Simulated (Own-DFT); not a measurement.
# How strain changes the stress of zincblende InP, 64 atoms (In32P32)

All numbers below are calculated, not measured. The program, named Own-DFT, is a retired in-house plane-wave density functional code that no person has reviewed. Each row is one single-point run on a periodic cell that was not relaxed, without spin or spin-orbit coupling.

Settings of every run: PBE; PseudoDojo norm-conserving scalar-relativistic files; cutoff 36 hartree; 3 x 3 x 3 k mesh centred on Gamma; Fermi-Dirac smearing of 0.1 eV.

Known limits: forces on such cells moved up to 12 meV/angstrom on a denser k mesh; stress not checked against mesh or cutoff.

Unstrained cell vectors in Å: (11.737, 0.000, 0.000); (0.000, 11.737, 0.000); (0.000, 0.000, 11.737). The unstrained cell has measured lattice constants (interpolated for alloys), not those of this functional. That, the random moves and any unrelaxed bonds set the pressure at no strain. Each run strains this cell uniformly, with the atoms carried along. Every atom was also moved at random, by a Gaussian of width 0.05 Å on each axis. Strain is the symmetric tensor, in per cent. Stress is positive in tension, and the pressure is minus a third of its trace.

| run | e_xx (%) | e_yy (%) | e_zz (%) | e_yz (%) | e_xz (%) | e_xy (%) | s_xx (GPa) | s_yy (GPa) | s_zz (GPa) | s_yz (GPa) | s_xz (GPa) | s_xy (GPa) | P (GPa) | E (meV/atom) |
|---|---|---|---|---|---|---|---|---|---|---|---|---|---|---|
| 1 | -1.52 | -0.49 | 1.96 | 0.63 | 1.44 | -1.00 | -4.31 | -4.07 | -3.17 | 0.79 | 2.79 | -1.25 | 3.85 | 16.6 |
| 2 | -0.38 | 0.16 | 0.44 | -0.62 | -0.91 | 0.13 | -3.70 | -3.45 | -3.34 | -1.03 | -1.70 | 0.45 | 3.49 | 4.7 |
| 3 | 1.82 | 0.99 | -1.52 | -1.96 | -1.26 | -0.67 | -2.27 | -2.75 | -3.65 | -2.54 | -1.60 | -0.67 | 2.89 | 13.7 |
| 4 | 0.71 | -1.11 | -0.51 | -1.78 | 1.07 | -1.79 | -4.26 | -4.94 | -4.71 | -2.79 | 1.32 | -2.61 | 4.64 | 28.1 |
| 5 | -1.64 | 1.22 | 1.40 | 1.50 | -0.99 | -0.36 | -3.65 | -2.58 | -2.48 | 1.51 | -1.48 | -0.81 | 2.91 | 0.0 |
| 6 | -1.44 | -1.73 | -1.48 | 1.23 | -1.16 | 1.27 | -7.47 | -7.65 | -7.55 | 2.40 | -1.78 | 2.12 | 7.56 | 46.7 |
| 7 | -1.95 | 0.58 | -1.64 | 0.09 | -0.24 | 0.22 | -6.42 | -5.37 | -6.16 | -0.15 | -0.57 | 0.64 | 5.98 | 23.9 |
| 8 | -0.87 | -1.46 | 1.68 | 0.13 | -1.44 | 1.36 | -4.56 | -4.61 | -3.48 | 0.27 | -1.98 | 1.89 | 4.22 | 19.4 |
| 9 | 0.29 | 0.83 | -1.93 | -0.33 | 1.64 | 0.46 | -4.14 | -3.85 | -4.92 | -0.83 | 2.30 | 0.58 | 4.30 | 13.9 |
| 10 | -0.29 | 0.26 | -0.91 | -0.85 | 1.60 | -0.85 | -4.41 | -4.18 | -4.62 | -0.83 | 2.10 | -1.10 | 4.41 | 17.4 |
| 11 | -1.76 | -0.63 | -0.29 | 1.50 | 0.21 | -1.12 | -6.18 | -5.92 | -5.74 | 2.46 | -0.23 | -1.21 | 5.95 | 36.1 |
| 12 | -1.64 | -1.68 | 1.45 | -1.98 | 0.79 | 1.88 | -5.79 | -5.81 | -4.62 | -3.15 | 1.29 | 2.73 | 5.41 | 41.3 |
| 13 | 0.53 | 1.69 | 1.03 | 0.68 | -1.95 | -1.03 | -1.74 | -1.33 | -1.60 | 0.52 | -2.69 | -1.31 | 1.56 | 0.0 |
| 14 | 0.13 | -1.27 | 1.04 | -0.09 | -1.33 | -0.78 | -3.69 | -4.28 | -3.24 | 0.22 | -1.85 | -0.89 | 3.73 | 8.4 |
| 15 | -0.44 | -0.10 | 0.03 | -1.64 | 1.86 | 0.90 | ? | ? | ? | ? | ? | ? | ? | ? |

E is the free energy for each atom above the lowest run shown.

## Worked fit

Each stress component was fitted by least squares to a constant and the strains of the runs shown, as fractions, with shears doubled. Shear strains stay in the fit of a normal stress only where such slopes are resolved. The slopes, in GPa:

```
stress,at no strain,per e_xx,per e_yy,per e_zz,scatter
s_xx,-3.8,100 ± 4,68 ± 3,64 ± 3,0.13
s_yy,-3.8,61 ± 5,105 ± 5,64 ± 4,0.18
s_zz,-3.8,61 ± 5,67 ± 5,101 ± 4,0.19
```

Each shear stress against twice its own strain: yz 76 ± 6, xz 76 ± 5, xy 67 ± 4 GPa. These are stiffnesses along x, y and z of the frame in which the cell vectors are given, which need not be the crystal's axes. The atoms are held to the strained lattice; where symmetry lets them move under strain, relaxing them would lower some slopes. The table should be nearly symmetric about its diagonal, and what it lacks of that shows the noise. A ninth of its sum, 77 ± 2 GPa, estimates the bulk modulus near the mean pressure of these runs, 4.3 GPa, so it lies above the value at zero pressure.

## Withheld run

Question: what normal stresses and pressure should run 15 give?

The fit gives s_xx = -4.3, s_yy = -4.2, s_zz = -4.1 and P = 4.2 GPa. The calculation gave -4.31, -4.22, -4.13 and P = 4.22 GPa.
